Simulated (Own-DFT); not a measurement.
Simulation results for GaP (zincblende, atoms displaced)

Computed with Own-DFT development build. A calculation, not a measurement: plane-wave PBE density functional theory by an unreviewed code, no spin, of a simulated periodic cell, stress positive in tension, free energy of the whole cell less one offset for each atom, forces on such cells passed a denser k mesh, this cell's mesh not checked; offsets are fitted by least squares, one for each functional and potential file, so energies compare only between cells with the same atoms and settings and are not formation energies; the far tail of each file's local potential was reset to the Coulomb form; each entry is a single point on an unrelaxed cell, so the pressure reflects the starting lattice, mostly measured values (interpolated for alloys), from which strain is counted, and rises with the displacements; printed positions are rounded, which can move forces by about a meV/angstrom; the program, named Own-DFT, is a retired in-house code; no spin-orbit coupling.

Common to all runs: functional PBE; potential files PseudoDojo norm-conserving, scalar-relativistic, standard set; wave cutoff 42 hartree; occupations Fermi-Dirac; smearing width 0.1 eV; hardware one NVIDIA H100; k mesh 3 x 3 x 3 centred on Gamma.

(1) 
```cif
# cell vector a (Å): 10.9010 0.0000 0.0000
# cell vector b (Å): 0.0000 10.9010 0.0000
# cell vector c (Å): 0.0000 0.0000 10.9010
data_GaP
_symmetry_space_group_name_H-M 'P 1'
_symmetry_Int_Tables_number 1
_cell_length_a 10.9010
_cell_length_b 10.9010
_cell_length_c 10.9010
_cell_angle_alpha 90.000
_cell_angle_beta 90.000
_cell_angle_gamma 90.000
_cell_volume 1295.39
loop_
_atom_site_label
_atom_site_type_symbol
_atom_site_fract_x
_atom_site_fract_y
_atom_site_fract_z
_atom_site_occupancy
Ga1 Ga 0.99872 0.99870 0.00011 1
Ga2 Ga 0.99936 0.25185 0.25026 1
Ga3 Ga 0.25129 0.00139 0.24969 1
Ga4 Ga 0.25139 0.25129 0.99976 1
P1 P 0.12755 0.12481 0.12491 1
P2 P 0.12636 0.37601 0.37394 1
P3 P 0.37568 0.12588 0.37650 1
P4 P 0.37978 0.37564 0.12525 1
Ga5 Ga 0.99991 0.99964 0.50312 1
Ga6 Ga 0.00052 0.24934 0.74589 1
Ga7 Ga 0.25224 0.99776 0.74678 1
Ga8 Ga 0.24917 0.25022 0.50330 1
P5 P 0.12587 0.12601 0.62469 1
P6 P 0.12385 0.37672 0.87554 1
P7 P 0.37100 0.12283 0.87795 1
P8 P 0.37535 0.37170 0.62305 1
Ga9 Ga 0.99850 0.50092 0.99967 1
Ga10 Ga 0.00236 0.75136 0.25189 1
Ga11 Ga 0.24883 0.50236 0.24791 1
Ga12 Ga 0.25139 0.75144 0.00035 1
P9 P 0.12526 0.62746 0.12669 1
P10 P 0.12709 0.87791 0.37289 1
P11 P 0.37666 0.62196 0.37546 1
P12 P 0.37509 0.86964 0.12496 1
Ga13 Ga 0.99529 0.49887 0.50122 1
Ga14 Ga 0.99923 0.75092 0.74734 1
Ga15 Ga 0.24798 0.50004 0.75155 1
Ga16 Ga 0.24853 0.74938 0.49928 1
P13 P 0.12113 0.62548 0.62661 1
P14 P 0.12320 0.87476 0.87699 1
P15 P 0.37492 0.62211 0.87736 1
P16 P 0.37147 0.87229 0.62439 1
Ga17 Ga 0.49974 0.00107 0.99934 1
Ga18 Ga 0.50232 0.25066 0.24922 1
Ga19 Ga 0.75079 0.00172 0.24672 1
Ga20 Ga 0.74659 0.24423 0.00140 1
P17 P 0.62110 0.12823 0.12934 1
P18 P 0.62198 0.37638 0.37608 1
P19 P 0.87436 0.12841 0.37508 1
P20 P 0.87306 0.37378 0.12009 1
Ga21 Ga 0.49897 0.00156 0.49752 1
Ga22 Ga 0.49981 0.25034 0.75322 1
Ga23 Ga 0.75001 0.99863 0.74715 1
Ga24 Ga 0.74864 0.25021 0.49949 1
P21 P 0.62393 0.12573 0.62447 1
P22 P 0.62642 0.37442 0.87263 1
P23 P 0.87783 0.12658 0.87616 1
P24 P 0.87397 0.37275 0.62416 1
Ga25 Ga 0.50003 0.50117 0.00051 1
Ga26 Ga 0.50166 0.75139 0.24795 1
Ga27 Ga 0.75075 0.50156 0.24979 1
Ga28 Ga 0.75340 0.75155 0.00029 1
P25 P 0.62641 0.62424 0.12646 1
P26 P 0.62395 0.87864 0.37272 1
P27 P 0.87420 0.62468 0.37499 1
P28 P 0.87303 0.87428 0.12587 1
Ga29 Ga 0.50117 0.49884 0.50004 1
Ga30 Ga 0.49717 0.75027 0.75033 1
Ga31 Ga 0.75277 0.49826 0.75107 1
Ga32 Ga 0.74983 0.74869 0.49918 1
P29 P 0.62551 0.62583 0.62743 1
P30 P 0.62444 0.87454 0.87580 1
P31 P 0.87623 0.62690 0.87518 1
P32 P 0.87464 0.87511 0.62477 1
_calc_free_energy_of_cell_above_offsets '-35.745'  # eV
_calc_pressure 2.7  # GPa
_calc_stress_xx -2.7  # GPa
_calc_stress_yy -2.7  # GPa
_calc_stress_zz -2.69  # GPa
_calc_stress_yz -0.1  # GPa
_calc_stress_xz -0.02  # GPa
_calc_stress_xy 0.2  # GPa
_calc_wall_time 522  # s
```

Force:
| element | x (eV/Å) | y (eV/Å) | z (eV/Å) |
| --- | --- | --- | --- |
| Ga | 0.162 | 0.179 | 0.206 |
| Ga | 0.15 | -0.011 | -0.231 |
| Ga | 0.28 | -0.044 | -0.136 |
| Ga | -0.163 | 0.173 | 0.188 |
| P | -0.365 | 0.108 | -0.003 |
| P | -0.182 | 0.053 | 0.228 |
| P | -0.2 | 0.194 | -0.275 |
| P | -0.572 | -0.008 | -0.02 |
| Ga | 0.002 | 0.174 | -0.474 |
| Ga | 0.056 | 0.172 | 0.5 |
| Ga | -0.459 | 0.109 | 0.463 |
| Ga | 0.007 | 0.028 | -0.579 |
| P | -0.01 | -0.336 | 0.112 |
| P | -0.026 | -0.292 | -0.07 |
| P | 0.394 | 0.147 | -0.467 |
| P | -0.025 | 0.5 | 0.533 |
| Ga | 0.173 | 0.105 | 0.134 |
| Ga | -0.242 | -0.003 | 0.017 |
| Ga | 0.304 | -0.256 | 0.14 |
| Ga | -0.27 | -0.294 | -0.191 |
| P | -0.168 | -0.145 | -0.372 |
| P | -0.231 | -0.089 | 0.414 |
| P | -0.098 | 0.46 | -0.081 |
| P | 0.1 | 0.84 | 0.013 |
| Ga | 0.46 | 0.008 | -0.188 |
| Ga | 0.039 | 0.098 | 0.418 |
| Ga | 0.218 | -0.1 | -0.297 |
| Ga | -0.087 | -0.307 | -0.182 |
| P | 0.312 | -0.194 | -0.339 |
| P | 0.237 | -0.008 | -0.414 |
| P | -0.131 | 0.345 | -0.276 |
| P | 0.537 | 0.194 | -0.244 |
| Ga | -0.076 | -0.211 | 0.295 |
| Ga | -0.52 | 0.26 | 0.583 |
| Ga | -0.062 | 0.125 | 0.391 |
| Ga | 0.115 | 0.417 | -0.306 |
| P | 0.337 | -0.71 | -0.592 |
| P | 0.602 | -0.09 | -0.222 |
| P | 0.111 | -0.442 | 0.003 |
| P | -0.007 | 0.064 | 0.48 |
| Ga | 0.008 | -0.22 | 0.37 |
| Ga | -0.21 | -0.261 | -0.151 |
| Ga | -0.04 | 0.308 | 0.408 |
| Ga | -0.205 | 0.039 | -0.074 |
| P | -0.044 | -0.126 | 0.127 |
| P | -0.082 | 0.042 | 0.505 |
| P | -0.388 | -0.322 | -0.314 |
| P | -0.055 | 0.08 | 0.064 |
| Ga | 0.43 | -0.192 | -0.066 |
| Ga | -0.035 | -0.349 | 0.385 |
| Ga | -0.03 | -0.437 | -0.024 |
| Ga | -0.491 | -0.283 | -0.041 |
| P | 0.035 | 0.254 | -0.347 |
| P | 0.258 | -0.306 | 0.163 |
| P | 0.176 | 0.141 | -0.046 |
| P | 0.423 | 0.144 | 0.07 |
| Ga | -0.144 | 0.188 | 0.324 |
| Ga | 0.093 | -0.123 | 0.16 |
| Ga | -0.09 | 0.238 | -0.05 |
| Ga | -0.247 | 0.259 | -0.067 |
| P | -0.033 | -0.173 | -0.116 |
| P | 0.096 | 0.105 | -0.12 |
| P | -0.071 | -0.092 | -0.144 |
| P | -0.057 | -0.126 | -0.175 |

(2) 
```cif
# cell vector a (Å): 10.9010 0.0000 0.0000
# cell vector b (Å): 0.0000 10.9010 0.0000
# cell vector c (Å): 0.0000 0.0000 10.9010
data_GaP
_symmetry_space_group_name_H-M 'P 1'
_symmetry_Int_Tables_number 1
_cell_length_a 10.9010
_cell_length_b 10.9010
_cell_length_c 10.9010
_cell_angle_alpha 90.000
_cell_angle_beta 90.000
_cell_angle_gamma 90.000
_cell_volume 1295.39
loop_
_atom_site_label
_atom_site_type_symbol
_atom_site_fract_x
_atom_site_fract_y
_atom_site_fract_z
_atom_site_occupancy
Ga1 Ga 0.99992 0.00100 0.99959 1
Ga2 Ga 0.99933 0.25087 0.24935 1
Ga3 Ga 0.24964 0.99784 0.25043 1
Ga4 Ga 0.24580 0.24893 0.00096 1
P1 P 0.12444 0.12132 0.12296 1
P2 P 0.12794 0.37651 0.37367 1
P3 P 0.37608 0.12696 0.37581 1
P4 P 0.37588 0.37476 0.12428 1
Ga5 Ga 0.99969 0.99875 0.49693 1
Ga6 Ga 0.99853 0.24614 0.74513 1
Ga7 Ga 0.25000 0.00049 0.75033 1
Ga8 Ga 0.24811 0.25180 0.50114 1
P5 P 0.12616 0.12603 0.62392 1
P6 P 0.12781 0.37572 0.87683 1
P7 P 0.37390 0.12223 0.87120 1
P8 P 0.37544 0.37562 0.62452 1
Ga9 Ga 0.99796 0.50245 0.99662 1
Ga10 Ga 0.99940 0.74764 0.24783 1
Ga11 Ga 0.24740 0.49905 0.25156 1
Ga12 Ga 0.24835 0.74983 0.99833 1
P9 P 0.12623 0.62743 0.12887 1
P10 P 0.12773 0.87747 0.37467 1
P11 P 0.37386 0.62538 0.37489 1
P12 P 0.37542 0.87157 0.12493 1
Ga13 Ga 0.99949 0.49817 0.49893 1
Ga14 Ga 0.00038 0.74950 0.74946 1
Ga15 Ga 0.24842 0.50303 0.74858 1
Ga16 Ga 0.25238 0.74945 0.49809 1
P13 P 0.12672 0.62468 0.62636 1
P14 P 0.12110 0.87175 0.87658 1
P15 P 0.37695 0.62819 0.87402 1
P16 P 0.37489 0.87666 0.62486 1
Ga17 Ga 0.50168 0.00094 0.99628 1
Ga18 Ga 0.50067 0.25079 0.24945 1
Ga19 Ga 0.75220 0.00034 0.24951 1
Ga20 Ga 0.74979 0.24813 0.00172 1
P17 P 0.62563 0.12597 0.12462 1
P18 P 0.62271 0.37189 0.37563 1
P19 P 0.87442 0.12236 0.37433 1
P20 P 0.87290 0.37448 0.12670 1
Ga21 Ga 0.50152 0.00117 0.50237 1
Ga22 Ga 0.50198 0.24837 0.74859 1
Ga23 Ga 0.74873 0.00003 0.74782 1
Ga24 Ga 0.75174 0.24844 0.50013 1
P21 P 0.62449 0.12711 0.62259 1
P22 P 0.62798 0.37540 0.87376 1
P23 P 0.87642 0.12476 0.87331 1
P24 P 0.87470 0.37426 0.62847 1
Ga25 Ga 0.50051 0.50032 0.00208 1
Ga26 Ga 0.50055 0.74905 0.25346 1
Ga27 Ga 0.74853 0.50247 0.25111 1
Ga28 Ga 0.75060 0.75055 0.00010 1
P25 P 0.62494 0.62403 0.12089 1
P26 P 0.62667 0.87613 0.37625 1
P27 P 0.87664 0.62370 0.37098 1
P28 P 0.87803 0.87486 0.12551 1
Ga29 Ga 0.49946 0.49933 0.49889 1
Ga30 Ga 0.49958 0.74934 0.74978 1
Ga31 Ga 0.75100 0.49645 0.74776 1
Ga32 Ga 0.74756 0.75033 0.50138 1
P29 P 0.62473 0.62579 0.62775 1
P30 P 0.62519 0.87352 0.87484 1
P31 P 0.87883 0.62390 0.87619 1
P32 P 0.87398 0.87524 0.62370 1
_calc_free_energy_of_cell_above_offsets '-35.654'  # eV
_calc_pressure 2.74  # GPa
_calc_stress_xx -2.75  # GPa
_calc_stress_yy -2.74  # GPa
_calc_stress_zz -2.73  # GPa
_calc_stress_yz 0.28  # GPa
_calc_stress_xz 0.05  # GPa
_calc_stress_xy 0.08  # GPa
_calc_wall_time 524.2  # s
```

Force:
| element | x (eV/Å) | y (eV/Å) | z (eV/Å) |
| --- | --- | --- | --- |
| Ga | -0.131 | -0.2 | -0.176 |
| Ga | 0.145 | -0.163 | -0.016 |
| Ga | 0.484 | 0.293 | -0.199 |
| Ga | 0.577 | -0.088 | -0.118 |
| P | 0.01 | 0.333 | 0.464 |
| P | -0.581 | -0.431 | 0.25 |
| P | -0.198 | -0.21 | -0.086 |
| P | -0.304 | -0.034 | 0.088 |
| Ga | 0.157 | 0.057 | 0.318 |
| Ga | 0.448 | 0.391 | 0.665 |
| Ga | -0.382 | -0.401 | -0.028 |
| Ga | 0.396 | -0.038 | -0.152 |
| P | -0.21 | -0.379 | -0.146 |
| P | -0.556 | -0.063 | -0.489 |
| P | 0.136 | 0.537 | 0.484 |
| P | -0.093 | 0.019 | 0.208 |
| Ga | 0.536 | -0.48 | 0.812 |
| Ga | 0.283 | 0.487 | 0.38 |
| Ga | 0.527 | 0.224 | -0.389 |
| Ga | 0.201 | -0.057 | 0.216 |
| P | -0.086 | -0.501 | -0.671 |
| P | -0.458 | -0.634 | 0.027 |
| P | 0.201 | -0.303 | -0.04 |
| P | 0.139 | 0.408 | -0.102 |
| Ga | 0.086 | 0.143 | 0.136 |
| Ga | -0.158 | -0.007 | -0.138 |
| Ga | 0.503 | -0.352 | 0.366 |
| Ga | -0.222 | 0.209 | 0.282 |
| P | -0.371 | 0.219 | -0.568 |
| P | 0.382 | 0.504 | -0.292 |
| P | -0.292 | -0.483 | 0.184 |
| P | 0.055 | -0.211 | 0.004 |
| Ga | -0.257 | -0.191 | 0.4 |
| Ga | -0.185 | -0.16 | -0.057 |
| Ga | -0.247 | -0.187 | -0.174 |
| Ga | 0.206 | 0.199 | -0.289 |
| P | -0.142 | -0.316 | 0.052 |
| P | 0.48 | 0.436 | 0.011 |
| P | 0.23 | 0.441 | 0.036 |
| P | 0.176 | 0.25 | -0.241 |
| Ga | -0.228 | -0.045 | -0.34 |
| Ga | -0.235 | 0.307 | 0.174 |
| Ga | 0.013 | 0.038 | 0.16 |
| Ga | -0.017 | 0.199 | -0.11 |
| P | 0.271 | -0.235 | 0.258 |
| P | -0.39 | -0.213 | 0.256 |
| P | -0.302 | -0.081 | 0.103 |
| P | 0.17 | -0.092 | -0.793 |
| Ga | -0.139 | -0.15 | -0.571 |
| Ga | 0.133 | 0.048 | -0.38 |
| Ga | -0.199 | -0.415 | -0.152 |
| Ga | 0.21 | -0.029 | -0.067 |
| P | 0.071 | 0.314 | 0.671 |
| P | -0.165 | 0.011 | -0.141 |
| P | -0.3 | 0.232 | 0.715 |
| P | -0.357 | 0.049 | -0.12 |
| Ga | 0.05 | 0.115 | 0.156 |
| Ga | -0.007 | 0.335 | -0.034 |
| Ga | -0.029 | 0.605 | 0.435 |
| Ga | 0.342 | -0.248 | -0.209 |
| P | 0.052 | -0.332 | -0.358 |
| P | 0.158 | 0.127 | -0.182 |
| P | -0.794 | 0.293 | -0.552 |
| P | 0.21 | -0.092 | 0.064 |

(3) 
```cif
# cell vector a (Å): 10.9010 0.0000 0.0000
# cell vector b (Å): 0.0000 10.9010 0.0000
# cell vector c (Å): 0.0000 0.0000 10.9010
data_GaP
_symmetry_space_group_name_H-M 'P 1'
_symmetry_Int_Tables_number 1
_cell_length_a 10.9010
_cell_length_b 10.9010
_cell_length_c 10.9010
_cell_angle_alpha 90.000
_cell_angle_beta 90.000
_cell_angle_gamma 90.000
_cell_volume 1295.39
loop_
_atom_site_label
_atom_site_type_symbol
_atom_site_fract_x
_atom_site_fract_y
_atom_site_fract_z
_atom_site_occupancy
Ga1 Ga 0.99947 0.00279 0.00181 1
Ga2 Ga 0.99895 0.25201 0.25048 1
Ga3 Ga 0.25095 0.00290 0.25495 1
Ga4 Ga 0.24805 0.25312 0.00169 1
P1 P 0.12162 0.12380 0.12188 1
P2 P 0.12518 0.37408 0.37805 1
P3 P 0.37431 0.12205 0.37678 1
P4 P 0.37505 0.37432 0.12237 1
Ga5 Ga 0.99656 0.00040 0.49717 1
Ga6 Ga 0.00131 0.24976 0.75081 1
Ga7 Ga 0.24920 0.99940 0.74975 1
Ga8 Ga 0.25026 0.25025 0.49815 1
P5 P 0.12344 0.12259 0.62536 1
P6 P 0.12629 0.37531 0.88011 1
P7 P 0.37716 0.12493 0.87275 1
P8 P 0.37645 0.37481 0.62296 1
Ga9 Ga 0.99902 0.50013 0.00039 1
Ga10 Ga 0.00084 0.75065 0.24984 1
Ga11 Ga 0.24951 0.49981 0.25433 1
Ga12 Ga 0.25016 0.74527 0.99730 1
P9 P 0.12458 0.62325 0.12418 1
P10 P 0.12506 0.87353 0.37542 1
P11 P 0.37282 0.62613 0.37691 1
P12 P 0.37764 0.87351 0.12453 1
Ga13 Ga 0.99881 0.49872 0.50258 1
Ga14 Ga 0.99950 0.74532 0.74943 1
Ga15 Ga 0.24952 0.50136 0.75140 1
Ga16 Ga 0.24577 0.74888 0.50161 1
P13 P 0.12714 0.62363 0.62634 1
P14 P 0.12201 0.87811 0.87116 1
P15 P 0.37545 0.62671 0.87169 1
P16 P 0.37706 0.87410 0.62483 1
Ga17 Ga 0.49954 0.99928 0.00085 1
Ga18 Ga 0.49859 0.24825 0.25125 1
Ga19 Ga 0.75027 0.99835 0.25113 1
Ga20 Ga 0.75194 0.25128 0.99556 1
P17 P 0.62408 0.12337 0.12436 1
P18 P 0.62270 0.37642 0.37618 1
P19 P 0.87380 0.12385 0.37431 1
P20 P 0.87752 0.37601 0.12441 1
Ga21 Ga 0.49799 0.99568 0.50070 1
Ga22 Ga 0.49850 0.24784 0.75145 1
Ga23 Ga 0.74931 0.00300 0.75333 1
Ga24 Ga 0.74977 0.24985 0.50012 1
P21 P 0.62435 0.12482 0.62607 1
P22 P 0.62533 0.37496 0.87548 1
P23 P 0.87420 0.12764 0.87215 1
P24 P 0.87539 0.37188 0.62239 1
Ga25 Ga 0.50024 0.49926 0.00235 1
Ga26 Ga 0.49994 0.74937 0.24895 1
Ga27 Ga 0.75244 0.50208 0.24868 1
Ga28 Ga 0.75065 0.74991 0.99845 1
P25 P 0.62943 0.62335 0.12477 1
P26 P 0.62708 0.87180 0.37102 1
P27 P 0.87451 0.62536 0.37552 1
P28 P 0.87418 0.87579 0.12582 1
Ga29 Ga 0.50528 0.50227 0.49929 1
Ga30 Ga 0.49915 0.75065 0.74784 1
Ga31 Ga 0.74861 0.49982 0.74873 1
Ga32 Ga 0.75247 0.75044 0.50263 1
P29 P 0.62148 0.62937 0.62285 1
P30 P 0.62506 0.87642 0.87592 1
P31 P 0.87805 0.62506 0.87224 1
P32 P 0.87782 0.87436 0.62412 1
_calc_free_energy_of_cell_above_offsets '-35.637'  # eV
_calc_pressure 2.74  # GPa
_calc_stress_xx -2.75  # GPa
_calc_stress_yy -2.75  # GPa
_calc_stress_zz -2.73  # GPa
_calc_stress_yz 0.14  # GPa
_calc_stress_xz -0.07  # GPa
_calc_stress_xy -0.32  # GPa
_calc_wall_time 517.5  # s
```

Force:
| element | x (eV/Å) | y (eV/Å) | z (eV/Å) |
| --- | --- | --- | --- |
| Ga | -0.364 | -0.395 | -0.506 |
| Ga | 0.175 | -0.251 | -0.011 |
| Ga | -0.247 | -0.511 | -0.786 |
| Ga | 0.339 | -0.692 | -0.16 |
| P | 0.597 | 0.371 | 0.756 |
| P | -0.19 | 0.083 | -0.284 |
| P | 0.251 | 0.409 | 0.102 |
| P | -0.103 | 0.115 | 0.716 |
| Ga | 0.375 | -0.125 | 0.188 |
| Ga | 0.186 | 0.172 | -0.081 |
| Ga | 0.239 | 0.078 | -0.11 |
| Ga | -0.019 | -0.24 | 0.468 |
| P | 0.154 | 0.265 | -0.285 |
| P | -0.286 | 0.169 | -0.726 |
| P | -0.607 | -0.093 | 0.548 |
| P | -0.035 | 0.166 | 0.221 |
| Ga | 0.114 | 0.096 | -0.051 |
| Ga | -0.063 | -0.111 | -0.106 |
| Ga | 0.074 | -0.087 | -0.402 |
| Ga | -0.203 | 0.709 | 0.101 |
| P | 0.078 | 0.086 | 0.211 |
| P | -0.091 | 0.274 | -0.001 |
| P | 0.315 | -0.037 | -0.077 |
| P | -0.655 | 0.094 | 0.025 |
| Ga | 0.102 | 0.194 | -0.209 |
| Ga | 0.295 | 0.595 | -0.208 |
| Ga | 0.238 | -0.499 | -0.093 |
| Ga | 0.442 | 0.203 | -0.008 |
| P | -0.412 | -0.129 | -0.067 |
| P | 0.134 | -0.523 | 0.535 |
| P | 0.281 | -0.362 | 0.322 |
| P | -0.68 | -0.068 | 0.014 |
| Ga | -0.046 | 0.073 | -0.096 |
| Ga | 0.072 | 0.048 | -0.16 |
| Ga | -0.168 | 0.2 | -0.255 |
| Ga | -0.209 | -0.087 | 0.586 |
| P | 0.352 | 0.33 | 0.048 |
| P | 0.51 | -0.201 | -0.433 |
| P | -0.076 | 0.321 | -0.114 |
| P | -0.426 | -0.132 | 0.016 |
| Ga | 0.615 | 0.152 | -0.225 |
| Ga | 0.215 | 0.389 | -0.302 |
| Ga | 0.083 | -0.415 | -0.488 |
| Ga | -0.248 | -0.161 | -0.139 |
| P | -0.047 | -0.124 | -0.249 |
| P | -0.208 | 0.114 | -0.184 |
| P | 0.297 | -0.216 | 0.381 |
| P | -0.087 | 0.28 | 0.492 |
| Ga | 0.096 | 0.238 | -0.342 |
| Ga | 0.052 | -0.259 | -0.02 |
| Ga | -0.084 | -0.43 | 0.253 |
| Ga | 0.124 | 0.045 | -0.032 |
| P | -0.493 | 0.217 | -0.101 |
| P | -0.201 | 0.147 | 0.63 |
| P | 0.281 | -0.044 | 0.1 |
| P | 0.174 | -0.117 | -0.196 |
| Ga | -0.758 | -0.058 | 0.051 |
| Ga | 0.18 | 0.231 | 0.342 |
| Ga | 0.023 | 0.072 | -0.189 |
| Ga | -0.17 | 0.13 | -0.287 |
| P | 0.656 | -0.339 | 0.332 |
| P | -0.037 | -0.254 | -0.162 |
| P | -0.55 | -0.272 | 0.306 |
| P | -0.359 | 0.169 | 0.401 |

(4) 
```cif
# cell vector a (Å): 10.9010 0.0000 0.0000
# cell vector b (Å): 0.0000 10.9010 0.0000
# cell vector c (Å): 0.0000 0.0000 10.9010
data_GaP
_symmetry_space_group_name_H-M 'P 1'
_symmetry_Int_Tables_number 1
_cell_length_a 10.9010
_cell_length_b 10.9010
_cell_length_c 10.9010
_cell_angle_alpha 90.000
_cell_angle_beta 90.000
_cell_angle_gamma 90.000
_cell_volume 1295.39
loop_
_atom_site_label
_atom_site_type_symbol
_atom_site_fract_x
_atom_site_fract_y
_atom_site_fract_z
_atom_site_occupancy
Ga1 Ga 0.00030 0.00148 0.99673 1
Ga2 Ga 0.00212 0.24907 0.24900 1
Ga3 Ga 0.25246 0.00289 0.24876 1
Ga4 Ga 0.25189 0.24980 0.00163 1
P1 P 0.12462 0.12284 0.12403 1
P2 P 0.12552 0.37632 0.37770 1
P3 P 0.37801 0.12809 0.37370 1
P4 P 0.37787 0.37531 0.12751 1
Ga5 Ga 0.00157 0.99709 0.50382 1
Ga6 Ga 0.99596 0.25084 0.75012 1
Ga7 Ga 0.25148 0.99969 0.75072 1
Ga8 Ga 0.25190 0.25141 0.49762 1
P5 P 0.12133 0.12358 0.62592 1
P6 P 0.12603 0.37577 0.87668 1
P7 P 0.37333 0.12370 0.87510 1
P8 P 0.37528 0.37459 0.62620 1
Ga9 Ga 0.00078 0.49811 0.00003 1
Ga10 Ga 0.99904 0.74667 0.25236 1
Ga11 Ga 0.24905 0.49674 0.24884 1
Ga12 Ga 0.24874 0.74843 0.99932 1
P9 P 0.12362 0.62306 0.12451 1
P10 P 0.12465 0.87774 0.37775 1
P11 P 0.36950 0.62502 0.37629 1
P12 P 0.37359 0.87790 0.12483 1
Ga13 Ga 0.99844 0.49919 0.49718 1
Ga14 Ga 0.99882 0.74884 0.75127 1
Ga15 Ga 0.25038 0.50166 0.74798 1
Ga16 Ga 0.25136 0.75010 0.50077 1
P13 P 0.12630 0.62563 0.62955 1
P14 P 0.12305 0.87485 0.87581 1
P15 P 0.37584 0.62573 0.87808 1
P16 P 0.37505 0.87214 0.62165 1
Ga17 Ga 0.50019 0.00058 0.00039 1
Ga18 Ga 0.49805 0.25089 0.25065 1
Ga19 Ga 0.74992 0.99906 0.24763 1
Ga20 Ga 0.75279 0.24895 0.99691 1
P17 P 0.62232 0.12379 0.12518 1
P18 P 0.62783 0.37850 0.37158 1
P19 P 0.87307 0.12511 0.37617 1
P20 P 0.87113 0.37183 0.12376 1
Ga21 Ga 0.49946 0.00065 0.50254 1
Ga22 Ga 0.49980 0.25142 0.75047 1
Ga23 Ga 0.75056 0.99874 0.75082 1
Ga24 Ga 0.75130 0.25145 0.49920 1
P21 P 0.62425 0.12769 0.62462 1
P22 P 0.62321 0.37231 0.87595 1
P23 P 0.87170 0.12497 0.87446 1
P24 P 0.87299 0.37710 0.62707 1
Ga25 Ga 0.49902 0.50061 0.00360 1
Ga26 Ga 0.49887 0.75146 0.25391 1
Ga27 Ga 0.74604 0.49577 0.24976 1
Ga28 Ga 0.75036 0.75222 0.99777 1
P25 P 0.62340 0.62579 0.12843 1
P26 P 0.62589 0.87214 0.37730 1
P27 P 0.87320 0.62549 0.37400 1
P28 P 0.87530 0.87393 0.12729 1
Ga29 Ga 0.49921 0.49874 0.49921 1
Ga30 Ga 0.49756 0.75015 0.75089 1
Ga31 Ga 0.74947 0.50140 0.75046 1
Ga32 Ga 0.74735 0.75115 0.50204 1
P29 P 0.62409 0.62695 0.62689 1
P30 P 0.62244 0.87197 0.87357 1
P31 P 0.87505 0.62741 0.87674 1
P32 P 0.87524 0.87297 0.62469 1
_calc_free_energy_of_cell_above_offsets '-35.692'  # eV
_calc_pressure 2.73  # GPa
_calc_stress_xx -2.72  # GPa
_calc_stress_yy -2.73  # GPa
_calc_stress_zz -2.73  # GPa
_calc_stress_yz -0.19  # GPa
_calc_stress_xz 0.08  # GPa
_calc_stress_xy 0.18  # GPa
_calc_wall_time 507.1  # s
```

Force:
| element | x (eV/Å) | y (eV/Å) | z (eV/Å) |
| --- | --- | --- | --- |
| Ga | -0.281 | -0.211 | 0.354 |
| Ga | -0.268 | 0.014 | 0.194 |
| Ga | -0.264 | -0.153 | 0.298 |
| Ga | -0.139 | 0.041 | 0.005 |
| P | 0.094 | 0.305 | -0.006 |
| P | -0.119 | -0.277 | -0.434 |
| P | -0.297 | -0.384 | 0.308 |
| P | -0.434 | -0.11 | -0.247 |
| Ga | -0.431 | 0.314 | -0.335 |
| Ga | 0.366 | 0.035 | 0.107 |
| Ga | -0.29 | -0.193 | -0.239 |
| Ga | -0.254 | -0.301 | 0.439 |
| P | 0.558 | 0.395 | 0.041 |
| P | 0.018 | -0.234 | -0.309 |
| P | 0.314 | 0.21 | -0.022 |
| P | -0.034 | 0.053 | -0.154 |
| Ga | -0.355 | 0.055 | 0.07 |
| Ga | 0.29 | 0.362 | -0.068 |
| Ga | -0.057 | 0.316 | 0.092 |
| Ga | -0.049 | 0.247 | 0.257 |
| P | 0.115 | 0.068 | 0.172 |
| P | 0.252 | -0.339 | -0.436 |
| P | 0.468 | -0.229 | -0.232 |
| P | 0.137 | -0.488 | 0.017 |
| Ga | 0.04 | 0.379 | 0.509 |
| Ga | 0.079 | 0.128 | -0.022 |
| Ga | 0.136 | -0.162 | 0.483 |
| Ga | -0.601 | -0.057 | -0.038 |
| P | -0.355 | 0.003 | -0.703 |
| P | 0.253 | -0.048 | -0.209 |
| P | -0.142 | -0.232 | -0.286 |
| P | 0.002 | 0.455 | 0.552 |
| Ga | -0.058 | -0.147 | -0.169 |
| Ga | 0.643 | 0.054 | -0.052 |
| Ga | -0.15 | 0.045 | 0.344 |
| Ga | -0.697 | -0.119 | 0.367 |
| P | 0.346 | 0.3 | -0.076 |
| P | -0.697 | -0.743 | 0.731 |
| P | 0.393 | -0.225 | -0.09 |
| P | 0.531 | 0.281 | 0.152 |
| Ga | 0.221 | -0.028 | -0.286 |
| Ga | -0.135 | -0.293 | 0.057 |
| Ga | -0.319 | -0.06 | -0.264 |
| Ga | -0.178 | 0.07 | 0.024 |
| P | 0.166 | -0.202 | 0.12 |
| P | 0.163 | 0.513 | 0.084 |
| P | 0.412 | -0.187 | -0.113 |
| P | 0.137 | -0.031 | -0.294 |
| Ga | 0.332 | 0.028 | -0.188 |
| Ga | -0.264 | -0.1 | -0.182 |
| Ga | 0.651 | 0.737 | -0.436 |
| Ga | -0.193 | -0.18 | 0.495 |
| P | 0.17 | 0.158 | -0.314 |
| P | -0.186 | 0.645 | -0.156 |
| P | -0.259 | -0.297 | 0.197 |
| P | 0.188 | 0.121 | -0.416 |
| Ga | 0.077 | 0.28 | 0.018 |
| Ga | -0.007 | -0.131 | -0.124 |
| Ga | -0.187 | 0.057 | 0.284 |
| Ga | 0.288 | -0.301 | -0.037 |
| P | -0.162 | -0.32 | -0.138 |
| P | 0.15 | 0.51 | 0.132 |
| P | -0.034 | -0.471 | -0.037 |
| P | -0.092 | 0.074 | 0.21 |
